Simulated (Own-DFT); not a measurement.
## Calculated data, GaN (wurtzite, strained, atoms displaced), GaP (zincblende, atoms displaced)

All values are calculated (Own-DFT development build). A calculation, not a measurement: plane-wave PBE density functional theory by an unreviewed code, no spin, of a simulated periodic cell, stress positive in tension, free energy of the whole cell less one offset for each atom, forces on such cells passed a denser k mesh, this cell's mesh not checked; offsets are fitted by least squares, one for each functional and potential file, so energies compare only between cells with the same atoms and settings and are not formation energies; the far tail of each file's local potential was reset to the Coulomb form; each entry is a single point on an unrelaxed cell, so the pressure reflects the starting lattice, mostly measured values (interpolated for alloys), from which strain is counted, and rises with the displacements; printed positions are rounded, which can move forces by about a meV/angstrom; the program, named Own-DFT, is a retired in-house code; no spin-orbit coupling.

Settings shared by all entries: functional PBE.

```json
{"entry": 1, "formula": "GaN", "kind": "wurtzite, strained, atoms displaced", "structure": {"cell_angstrom": [[12.756, 0.0, 0.0], [-4.7835, 8.2853, 0.0], [0.0, 0.0, 10.6552]], "atoms_fractional": [["Ga", 0.08405, 0.21998, 0.99339], ["Ga", 0.17131, 0.11479, 0.25402], ["N", 0.08742, 0.22634, 0.20018], ["N", 0.16983, 0.11201, 0.43886], ["Ga", 0.0837, 0.22008, 0.49588], ["Ga", 0.15712, 0.10224, 0.74887], ["N", 0.07999, 0.21484, 0.69305], ["N", 0.16491, 0.1023, 0.93765], ["Ga", 0.08589, 0.56148, 0.00265], ["Ga", 0.16391, 0.43065, 0.24321], ["N", 0.08543, 0.55064, 0.18922], ["N", 0.17551, 0.45983, 0.43907], ["Ga", 0.08574, 0.55355, 0.50222], ["Ga", 0.17143, 0.4494, 0.74944], ["N", 0.08208, 0.55269, 0.68977], ["N", 0.1677, 0.44414, 0.94364], ["Ga", 0.08504, 0.89135, 0.00267], ["Ga", 0.16092, 0.76864, 0.24702], ["N", 0.08585, 0.89142, 0.18787], ["N", 0.16794, 0.77811, 0.4371], ["Ga", 0.09101, 0.88418, 0.50763], ["Ga", 0.17364, 0.78282, 0.74651], ["N", 0.09163, 0.89846, 0.69312], ["N", 0.16134, 0.77685, 0.94056], ["Ga", 0.33471, 0.22785, 0.99061], ["Ga", 0.41669, 0.10807, 0.25171], ["N", 0.33729, 0.21911, 0.18948], ["N", 0.41399, 0.10367, 0.43625], ["Ga", 0.32985, 0.206, 0.49226], ["Ga", 0.41637, 0.10935, 0.74644], ["N", 0.32162, 0.21818, 0.68463], ["N", 0.41577, 0.10315, 0.94131], ["Ga", 0.33196, 0.56097, 0.00479], ["Ga", 0.42002, 0.44835, 0.25328], ["N", 0.33936, 0.55385, 0.19733], ["N", 0.4118, 0.43699, 0.43107], ["Ga", 0.33334, 0.55211, 0.50339], ["Ga", 0.40631, 0.44719, 0.75511], ["N", 0.33641, 0.55432, 0.69292], ["N", 0.41813, 0.45022, 0.93622], ["Ga", 0.33092, 0.8899, 0.00089], ["Ga", 0.41846, 0.77344, 0.24136], ["N", 0.33692, 0.89166, 0.19117], ["N", 0.41802, 0.78214, 0.42777], ["Ga", 0.33273, 0.88553, 0.50163], ["Ga", 0.42101, 0.77983, 0.7426], ["N", 0.33705, 0.89189, 0.69291], ["N", 0.40928, 0.77532, 0.93355], ["Ga", 0.58171, 0.21282, 0.99702], ["Ga", 0.66854, 0.12182, 0.25014], ["N", 0.58323, 0.22051, 0.19629], ["N", 0.67156, 0.11654, 0.43756], ["Ga", 0.5863, 0.22703, 0.49996], ["Ga", 0.66453, 0.10626, 0.75555], ["N", 0.5934, 0.23674, 0.68748], ["N", 0.66881, 0.11466, 0.94267], ["Ga", 0.58506, 0.55678, 0.00499], ["Ga", 0.66813, 0.4426, 0.25069], ["N", 0.57974, 0.55583, 0.18544], ["N", 0.67441, 0.44671, 0.4396], ["Ga", 0.58283, 0.55953, 0.50557], ["Ga", 0.66496, 0.44714, 0.74383], ["N", 0.59035, 0.55935, 0.69521], ["N", 0.66575, 0.44132, 0.94135], ["Ga", 0.59076, 0.88814, 0.99919], ["Ga", 0.66318, 0.77553, 0.25764], ["N", 0.59006, 0.88705, 0.18564], ["N", 0.66028, 0.77794, 0.44811], ["Ga", 0.58107, 0.88793, 0.49751], ["Ga", 0.66383, 0.7712, 0.75623], ["N", 0.58832, 0.88518, 0.68982], ["N", 0.66396, 0.77231, 0.94011], ["Ga", 0.82948, 0.21665, 0.00481], ["Ga", 0.91908, 0.11394, 0.24468], ["N", 0.83436, 0.22115, 0.1798], ["N", 0.92239, 0.12453, 0.43545], ["Ga", 0.83544, 0.22685, 0.49936], ["Ga", 0.91292, 0.10067, 0.7418], ["N", 0.82957, 0.22191, 0.68793], ["N", 0.91445, 0.1167, 0.93955], ["Ga", 0.8335, 0.55485, 0.00202], ["Ga", 0.91627, 0.43799, 0.25381], ["N", 0.83356, 0.56155, 0.18478], ["N", 0.91536, 0.44369, 0.43937], ["Ga", 0.84157, 0.56884, 0.50943], ["Ga", 0.91468, 0.42649, 0.74057], ["N", 0.83828, 0.56467, 0.68578], ["N", 0.91245, 0.43623, 0.94163], ["Ga", 0.84109, 0.89495, 0.99339], ["Ga", 0.91319, 0.77329, 0.25191], ["N", 0.82898, 0.89554, 0.18837], ["N", 0.90846, 0.77372, 0.43793], ["Ga", 0.83495, 0.88991, 0.49812], ["Ga", 0.91156, 0.75984, 0.75264], ["N", 0.83756, 0.88855, 0.68855], ["N", 0.91632, 0.78494, 0.9425]]}, "settings": {"potential_files": "PseudoDojo norm-conserving, scalar-relativistic, standard set with the stringent files for Ga", "wave_cutoff [hartree]": 96.0, "occupations": "Gaussian", "smearing_width [eV]": 0.01, "k_mesh": "3 x 4 x 3 centred on Gamma"}, "results": {"free_energy_of_cell_above_offsets [eV]": "-5.090", "pressure [GPa]": 2.27, "stress_xx [GPa]": -4.34, "stress_yy [GPa]": -6.8, "stress_zz [GPa]": 4.32, "stress_yz [GPa]": -0.82, "stress_xz [GPa]": -0.03, "stress_xy [GPa]": 1.37, "force_element": ["Ga", "Ga", "N", "N", "Ga", "Ga", "N", "N", "Ga", "Ga", "N", "N", "Ga", "Ga", "N", "N", "Ga", "Ga", "N", "N", "Ga", "Ga", "N", "N", "Ga", "Ga", "N", "N", "Ga", "Ga", "N", "N", "Ga", "Ga", "N", "N", "Ga", "Ga", "N", "N", "Ga", "Ga", "N", "N", "Ga", "Ga", "N", "N", "Ga", "Ga", "N", "N", "Ga", "Ga", "N", "N", "Ga", "Ga", "N", "N", "Ga", "Ga", "N", "N", "Ga", "Ga", "N", "N", "Ga", "Ga", "N", "N", "Ga", "Ga", "N", "N", "Ga", "Ga", "N", "N", "Ga", "Ga", "N", "N", "Ga", "Ga", "N", "N", "Ga", "Ga", "N", "N", "Ga", "Ga", "N", "N"], "force_x [eV/angstrom]": [-0.229, 0.404, 0.141, -1.011, 0.458, 0.759, -0.483, -0.324, -0.691, 0.411, -0.465, -0.408, -0.443, -0.718, 0.499, -0.191, -0.398, 0.78, -0.503, 0.059, -1.804, -1.108, -0.367, 0.847, 0.464, -0.023, -0.782, 0.989, -0.134, -0.397, 1.654, -0.541, 0.817, 0.543, -1.701, 0.751, 0.705, 3.324, -1.843, -0.284, 0.11, -0.123, -0.452, 0.157, 0.549, -0.033, 0.438, 1.135, -0.843, 1.25, -0.466, -0.409, 0.078, -0.084, -0.589, 0.116, 0.111, -0.538, 1.228, -1.078, 0.307, 1.297, -2.297, -0.114, -1.563, 0.682, -1.402, 1.525, -0.602, 0.918, -1.014, 0.986, 0.369, -0.4, -0.324, -0.24, -0.226, -0.375, 0.504, 0.998, 0.028, -0.404, 0.689, 0.378, -0.386, -0.697, 0.465, 0.365, -2.012, -0.205, 1.209, 1.627, -0.775, 0.256, -0.399, 1.522], "force_y [eV/angstrom]": [0.02, -0.593, -2.893, -1.17, 1.02, 1.875, 1.454, 1.43, -1.347, 3.933, -0.175, -2.018, 0.15, -1.166, 0.598, 0.102, -0.656, 1.13, -0.359, -0.61, 0.801, -0.822, -3.394, 0.219, -0.629, 0.067, 0.718, 0.323, 2.077, 1.686, 0.514, 1.306, -0.268, -1.364, -0.33, 0.365, 0.606, -1.811, 1.419, -0.162, -0.731, 1.162, -1.181, -0.582, -0.067, -0.055, -0.526, 0.537, 1.319, -1.695, 0.448, -0.57, -0.265, 0.586, -2.597, -1.405, -0.661, 0.637, 0.09, 0.518, -1.263, 0.267, -0.507, 0.011, -0.101, 0.08, 0.815, 0.007, 1.028, 0.825, 0.624, 0.655, 1.156, -0.316, 0.388, -1.392, -0.556, 1.402, -2.307, -0.603, -0.166, 0.702, -1.134, 0.978, -1.665, 2.884, -3.183, 0.983, 0.08, 1.32, -0.914, 1.252, 0.664, 3.848, -1.409, -1.458], "force_z [eV/angstrom]": [0.645, -0.381, -2.263, -0.195, 0.727, 1.003, -0.98, -0.284, -0.306, 1.794, -0.112, -0.331, -0.313, 0.715, -0.336, -0.725, 0.419, 0.405, 0.391, 0.119, -0.553, 1.343, -1.126, -0.773, 1.272, -0.097, -0.67, 0.493, 1.32, 0.62, 0.269, -1.204, 0.18, -0.473, -1.852, 1.954, -0.835, 0.103, -1.737, 0.447, 0.573, 0.665, -0.788, 1.593, -0.591, 1.521, -1.449, 0.19, 1.008, 0.333, -1.432, 0.004, -0.129, -0.332, -0.218, -1.004, -0.458, 0.221, 0.911, 0.055, -0.218, 1.934, -1.305, -0.573, 0.527, -0.36, 0.055, -1.238, 0.289, -0.072, -0.435, -0.579, -0.935, 0.701, 2.022, -0.046, 0.263, 1.264, -0.89, -0.857, -0.41, -0.61, 0.602, 0.056, -1.452, 2.417, 0.213, -0.87, 1.436, -0.291, -0.045, -0.261, 0.477, 1.269, -0.328, -1.1]}}
{"entry": 2, "formula": "GaP", "kind": "zincblende, atoms displaced", "structure": {"cell_angstrom": [[16.3515, 0.0, 0.0], [0.0, 10.901, 0.0], [0.0, 0.0, 10.901]], "atoms_fractional": [["Ga", 0.99818, 0.00762, 0.00912], ["Ga", 0.99224, 0.25655, 0.24139], ["Ga", 0.16222, 0.00611, 0.24125], ["Ga", 0.1756, 0.25318, 0.99284], ["P", 0.08193, 0.13984, 0.13032], ["P", 0.08081, 0.36679, 0.36912], ["P", 0.25104, 0.13479, 0.37355], ["P", 0.24241, 0.36908, 0.12075], ["Ga", 0.00127, 0.00425, 0.49314], ["Ga", 0.00471, 0.25059, 0.73928], ["Ga", 0.16634, 0.00034, 0.74445], ["Ga", 0.18016, 0.24041, 0.48316], ["P", 0.08032, 0.13257, 0.61419], ["P", 0.08715, 0.38088, 0.87264], ["P", 0.25228, 0.13181, 0.86987], ["P", 0.23855, 0.36617, 0.6272], ["Ga", 0.97984, 0.49434, 0.00694], ["Ga", 0.99928, 0.73096, 0.25023], ["Ga", 0.1735, 0.50566, 0.24535], ["Ga", 0.15744, 0.75118, 0.00799], ["P", 0.07415, 0.6263, 0.13194], ["P", 0.08573, 0.87317, 0.37862], ["P", 0.25192, 0.62014, 0.36955], ["P", 0.24733, 0.87537, 0.12253], ["Ga", 0.99589, 0.50112, 0.50479], ["Ga", 0.99135, 0.7543, 0.75157], ["Ga", 0.15558, 0.50511, 0.74272], ["Ga", 0.16753, 0.73577, 0.51021], ["P", 0.0856, 0.62162, 0.62538], ["P", 0.07314, 0.87342, 0.88008], ["P", 0.25921, 0.6245, 0.87098], ["P", 0.25289, 0.86283, 0.6343], ["Ga", 0.32865, 0.00748, 0.01454], ["Ga", 0.32941, 0.241, 0.2545], ["Ga", 0.49631, 0.99397, 0.25557], ["Ga", 0.50173, 0.26344, 0.00445], ["P", 0.41404, 0.1254, 0.12521], ["P", 0.41231, 0.36684, 0.3694], ["P", 0.57604, 0.1255, 0.38436], ["P", 0.59333, 0.39489, 0.12847], ["Ga", 0.34095, 0.99972, 0.50292], ["Ga", 0.33783, 0.24359, 0.74843], ["Ga", 0.49909, 0.00877, 0.75046], ["Ga", 0.49528, 0.25235, 0.50688], ["P", 0.42022, 0.11366, 0.62451], ["P", 0.41422, 0.3743, 0.85419], ["P", 0.57425, 0.1325, 0.87199], ["P", 0.5865, 0.36945, 0.62789], ["Ga", 0.32442, 0.49496, 0.99782], ["Ga", 0.33401, 0.75116, 0.27168], ["Ga", 0.50083, 0.50297, 0.24802], ["Ga", 0.50029, 0.73555, 0.00084], ["P", 0.41669, 0.62632, 0.12325], ["P", 0.41026, 0.87259, 0.37719], ["P", 0.58765, 0.6472, 0.36976], ["P", 0.58641, 0.87622, 0.12462], ["Ga", 0.33588, 0.48973, 0.50298], ["Ga", 0.32842, 0.74194, 0.7575], ["Ga", 0.50326, 0.50925, 0.7601], ["Ga", 0.48792, 0.74247, 0.48906], ["P", 0.4218, 0.61959, 0.6172], ["P", 0.42329, 0.88188, 0.87407], ["P", 0.58816, 0.63313, 0.8654], ["P", 0.58796, 0.86509, 0.61945], ["Ga", 0.6654, 0.0091, 0.01113], ["Ga", 0.66906, 0.26708, 0.24304], ["Ga", 0.83057, 0.01735, 0.26095], ["Ga", 0.83493, 0.25212, 0.99135], ["P", 0.74788, 0.13168, 0.12002], ["P", 0.75862, 0.37941, 0.3757], ["P", 0.91321, 0.13581, 0.376], ["P", 0.91416, 0.36375, 0.1389], ["Ga", 0.66387, 0.00429, 0.48627], ["Ga", 0.65184, 0.24541, 0.72811], ["Ga", 0.83307, 0.01234, 0.73715], ["Ga", 0.82858, 0.24847, 0.49399], ["P", 0.74882, 0.1409, 0.62071], ["P", 0.749, 0.37116, 0.85384], ["P", 0.92401, 0.13683, 0.87107], ["P", 0.91658, 0.36558, 0.6288], ["Ga", 0.65837, 0.50357, 0.98634], ["Ga", 0.66464, 0.74096, 0.25144], ["Ga", 0.83465, 0.51122, 0.24389], ["Ga", 0.83777, 0.74632, 0.99951], ["P", 0.75128, 0.62177, 0.11648], ["P", 0.73366, 0.87917, 0.36175], ["P", 0.91823, 0.6133, 0.37848], ["P", 0.90113, 0.88548, 0.1149], ["Ga", 0.67594, 0.51209, 0.50169], ["Ga", 0.66169, 0.748, 0.74767], ["Ga", 0.8374, 0.49806, 0.75148], ["Ga", 0.81978, 0.74788, 0.49025], ["P", 0.73907, 0.63077, 0.63855], ["P", 0.75203, 0.87096, 0.86826], ["P", 0.91727, 0.62412, 0.87886], ["P", 0.92102, 0.87005, 0.61691]]}, "settings": {"potential_files": "PseudoDojo norm-conserving, scalar-relativistic, standard set", "wave_cutoff [hartree]": 42.0, "occupations": "Fermi-Dirac", "smearing_width [eV]": 0.1, "hardware": "one NVIDIA H200", "k_mesh": "2 x 3 x 3 centred on Gamma"}, "results": {"free_energy_of_cell_above_offsets [eV]": "-40.756", "pressure [GPa]": 4.57, "stress_xx [GPa]": -4.25, "stress_yy [GPa]": -4.74, "stress_zz [GPa]": -4.73, "stress_yz [GPa]": 0.72, "stress_xz [GPa]": 0.18, "stress_xy [GPa]": 0.01, "force_element": ["Ga", "Ga", "Ga", "Ga", "P", "P", "P", "P", "Ga", "Ga", "Ga", "Ga", "P", "P", "P", "P", "Ga", "Ga", "Ga", "Ga", "P", "P", "P", "P", "Ga", "Ga", "Ga", "Ga", "P", "P", "P", "P", "Ga", "Ga", "Ga", "Ga", "P", "P", "P", "P", "Ga", "Ga", "Ga", "Ga", "P", "P", "P", "P", "Ga", "Ga", "Ga", "Ga", "P", "P", "P", "P", "Ga", "Ga", "Ga", "Ga", "P", "P", "P", "P", "Ga", "Ga", "Ga", "Ga", "P", "P", "P", "P", "Ga", "Ga", "Ga", "Ga", "P", "P", "P", "P", "Ga", "Ga", "Ga", "Ga", "P", "P", "P", "P", "Ga", "Ga", "Ga", "Ga", "P", "P", "P", "P"], "force_x [eV/angstrom]": [-0.17, 2.518, 0.273, -2.145, 0.228, 0.698, 1.611, 1.866, -0.123, 0.474, -0.713, -4.055, 1.615, -1.42, -0.05, 1.65, 2.531, -1.457, -2.014, 0.457, 1.812, -0.07, -0.005, 0.023, 1.067, 1.201, 2.359, 0.648, -2.641, 1.086, -3.657, -0.456, 0.329, 0.867, 0.52, -0.449, 0.954, 0.975, 0.124, -2.007, -2.011, -0.896, 1.148, 0.194, -0.703, 0.644, 1.544, -2.579, 1.385, -0.943, -0.067, 0.379, -1.131, 1.259, -2.37, -0.968, -0.831, 3.115, -0.131, 1.947, -1.148, -1.351, -1.588, -1.743, -0.243, 0.313, -0.912, -0.592, 0.665, -1.326, 1.031, -2.888, 0.043, 2.476, 0.478, 0.819, -0.646, -0.887, -0.569, -0.462, 2.41, 1.577, -0.117, -1.387, -0.65, 2.747, -1.27, 1.773, -1.316, 0.721, -0.507, 0.565, 3.163, -0.36, -0.498, -1.757], "force_y [eV/angstrom]": [-0.059, -1.675, -0.563, -0.444, -0.629, 1.051, -4.876, 0.846, -0.433, 0.62, -0.086, 2.801, -0.945, -0.433, -1.484, 0.559, -0.513, 3.265, -0.842, -0.179, -2.142, -0.328, -0.187, -0.36, -1.59, -0.532, -0.964, 1.36, 1.17, 0.662, -1.111, 1.172, -0.744, 1.277, 0.347, 0.101, 0.626, 0.727, 0.952, -0.969, -0.263, -0.08, -2.059, 0.222, 1.641, 0.939, -0.009, 3.86, -0.444, -0.544, 0.416, 2.021, -0.683, 1.174, -3.663, -0.697, -0.168, 1.68, -0.934, 0.944, -0.385, -1.005, -0.617, 1.518, -0.809, -1.281, -1.388, 0.231, 0.803, 1.014, -0.764, 2.355, -0.123, -1.945, -0.839, 0.816, -2.024, -0.151, -1.009, 1.135, -0.325, 1.517, -1.017, 0.427, 0.294, 0.233, 1.52, 0.219, -1.082, 2.533, 0.329, 0.415, -1.052, 0.866, -0.04, 0.832], "force_z [eV/angstrom]": [-0.277, 2.484, 0.87, -0.715, -1.196, 0.467, -1.374, 1.231, 0.046, 1.264, 0.333, 2.707, -0.302, 0.874, 0.344, -0.078, 0.022, 1.486, -0.037, -0.869, -2.03, -0.578, 1.704, 1.024, 0.248, 0.004, 1.501, -1.254, -0.392, -0.312, 1.311, -1.236, -1.968, -1.732, -0.603, -0.216, 0.634, 0.247, -1.641, -0.401, 0.094, -1.385, -0.066, -0.274, -0.147, 2.543, 0.906, -2.684, 0.156, -2.959, 0.691, -0.52, 0.669, 0.154, 2.168, 0.201, 0.169, -0.994, -1.526, 0.692, 1.228, 0.755, 1.693, -0.529, -1.946, 1.168, -1.12, -0.174, 0.726, -0.641, 0.028, -2.752, 1.956, 3.225, 0.754, 0.812, -0.415, 1.419, -0.06, -0.96, -0.561, -3.306, 0.301, -0.642, 0.029, 0.393, -0.093, 1.951, -0.746, 0.405, -0.478, 0.457, -1.131, 0.32, -0.857, -0.687], "wall_time [s]": 954.6}}
```
